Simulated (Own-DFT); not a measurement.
# Strain and stress in bcc W, 16 atoms (W16)

Calculated results; nothing here was measured. The program, named Own-DFT, is a retired in-house plane-wave density functional code that no person has reviewed. Each row is one single-point run on a periodic cell that was not relaxed, without spin or spin-orbit coupling.

Settings of every run: PBE; PseudoDojo norm-conserving scalar-relativistic files; cutoff 50 hartree; 5 x 5 x 5 k mesh centred on Gamma; cold (Marzari-Vanderbilt) smearing of 0.2 eV.

Known limits: forces on such cells failed a check on a denser k mesh; stress not checked against mesh or cutoff.

Unstrained cell vectors in Å: (6.330, 0.000, 0.000); (0.000, 6.330, 0.000); (0.000, 0.000, 6.330). The unstrained cell has measured lattice constants (interpolated for alloys), not those of this functional. That, the random moves and any unrelaxed bonds set the pressure at no strain. Each run strains this cell uniformly, with the atoms carried along. Every atom was also moved at random, by a Gaussian of width 0.05 Å on each axis. Strain is the symmetric tensor, in per cent. Stress is positive in tension, and the pressure is minus a third of its trace.

| run | e_xx (%) | e_yy (%) | e_zz (%) | e_yz (%) | e_xz (%) | e_xy (%) | s_xx (GPa) | s_yy (GPa) | s_zz (GPa) | s_yz (GPa) | s_xz (GPa) | s_xy (GPa) | P (GPa) | E (meV/atom) |
|---|---|---|---|---|---|---|---|---|---|---|---|---|---|---|
| 1 | -1.58 | 1.85 | 0.86 | -1.30 | 0.30 | 1.27 | -11.28 | 0.06 | -3.01 | -3.92 | 1.21 | 3.47 | 4.75 | 38.4 |
| 2 | -0.22 | 0.78 | 0.90 | -0.07 | 0.84 | 1.31 | -4.88 | -1.83 | -1.32 | -0.25 | 2.57 | 3.87 | 2.68 | 0.0 |
| 3 | -0.57 | -1.05 | -0.92 | 1.69 | -0.60 | 0.28 | -15.83 | -17.07 | -17.31 | 5.80 | -2.39 | 1.19 | 16.74 | 60.1 |
| 4 | 1.11 | 1.42 | -0.48 | -0.56 | -1.12 | 1.31 | -0.97 | 0.91 | -6.26 | -1.08 | -3.29 | 3.73 | 2.11 | 45.9 |
| 5 | 0.65 | 0.31 | 1.16 | 1.22 | 1.48 | -1.40 | -1.72 | -2.54 | -0.72 | 3.93 | 4.74 | -4.24 | 1.66 | 29.2 |
| 6 | -1.04 | 1.53 | 1.62 | 0.15 | 1.27 | -1.29 | -6.37 | 1.76 | 2.09 | 0.63 | 3.62 | -3.74 | 0.84 | 2.9 |
| 7 | 0.50 | -1.68 | -1.69 | -1.96 | 0.86 | 1.17 | -13.90 | -20.50 | -20.31 | -6.54 | 3.38 | 4.70 | 18.24 | 69.2 |
| 8 | -0.34 | 1.87 | -0.82 | -1.11 | -1.93 | 1.71 | -7.66 | -0.99 | -9.13 | -3.00 | -5.21 | 4.67 | 5.93 | 35.7 |
| 9 | -1.39 | -1.73 | 1.82 | 1.07 | -1.80 | 1.52 | -15.79 | -16.69 | -5.13 | 4.40 | -6.18 | 5.13 | 12.54 | 52.9 |
| 10 | -1.27 | 1.03 | 0.77 | 1.12 | 1.60 | 1.22 | -11.43 | -2.83 | -3.86 | 3.32 | 4.21 | 3.23 | 6.04 | 21.1 |
| 11 | -0.02 | -0.10 | -0.93 | -0.85 | 1.14 | 0.84 | -10.94 | -11.34 | -13.47 | -2.95 | 3.79 | 3.05 | 11.92 | 51.8 |
| 12 | 1.68 | 0.27 | -1.66 | -1.26 | 1.73 | 0.84 | -2.51 | -6.67 | -12.52 | -3.90 | 5.40 | 3.03 | 7.23 | 36.1 |
| 13 | 1.87 | 0.76 | -0.55 | 1.96 | -0.75 | 1.04 | 1.82 | -0.89 | -4.95 | 5.46 | -2.81 | 3.37 | 1.34 | 16.6 |
| 14 | -0.81 | -1.71 | 0.64 | 0.67 | -0.22 | -1.28 | -15.87 | -19.23 | -11.48 | 2.19 | -0.67 | -4.08 | 15.53 | 72.7 |
| 15 | 1.46 | -1.47 | 1.54 | 0.47 | 0.88 | 1.37 | ? | ? | ? | ? | ? | ? | ? | ? |

E is the free energy for each atom above the lowest run shown.

## Worked fit

Each stress component was fitted by least squares to a constant and the strains of the runs shown, as fractions, with shears doubled. Shear strains stay in the fit of a normal stress only where such slopes are resolved. The slopes, in GPa:

| stress | at no strain | per e_xx | per e_yy | per e_zz | scatter |
|---|---|---|---|---|---|
| s_xx | -8.5 | 537 ± 16 | 235 ± 10 | 233 ± 15 | 0.48 |
| s_yy | -8.3 | 231 ± 17 | 562 ± 11 | 237 ± 16 | 0.52 |
| s_zz | -8.3 | 213 ± 21 | 240 ± 14 | 540 ± 20 | 0.67 |

Each shear stress against twice its own strain: yz 152 ± 6, xz 149 ± 4, xy 155 ± 6 GPa. These are stiffnesses along x, y and z of the frame in which the cell vectors are given, which need not be the crystal's axes. The atoms are held to the strained lattice; where symmetry lets them move under strain, relaxing them would lower some slopes. The table should be nearly symmetric about its diagonal, and what it lacks of that shows the noise. A ninth of its sum, 337 ± 7 GPa, estimates the bulk modulus near the mean pressure of these runs, 7.7 GPa, so it lies above the value at zero pressure.

## Withheld run

Question: what normal stresses and pressure should run 15 give?

The fit gives s_xx = -0.5, s_yy = -9.5, s_zz = -0.4 and P = 3.5 GPa. The calculation gave 0.00, -9.92, -0.79 and P = 3.57 GPa.
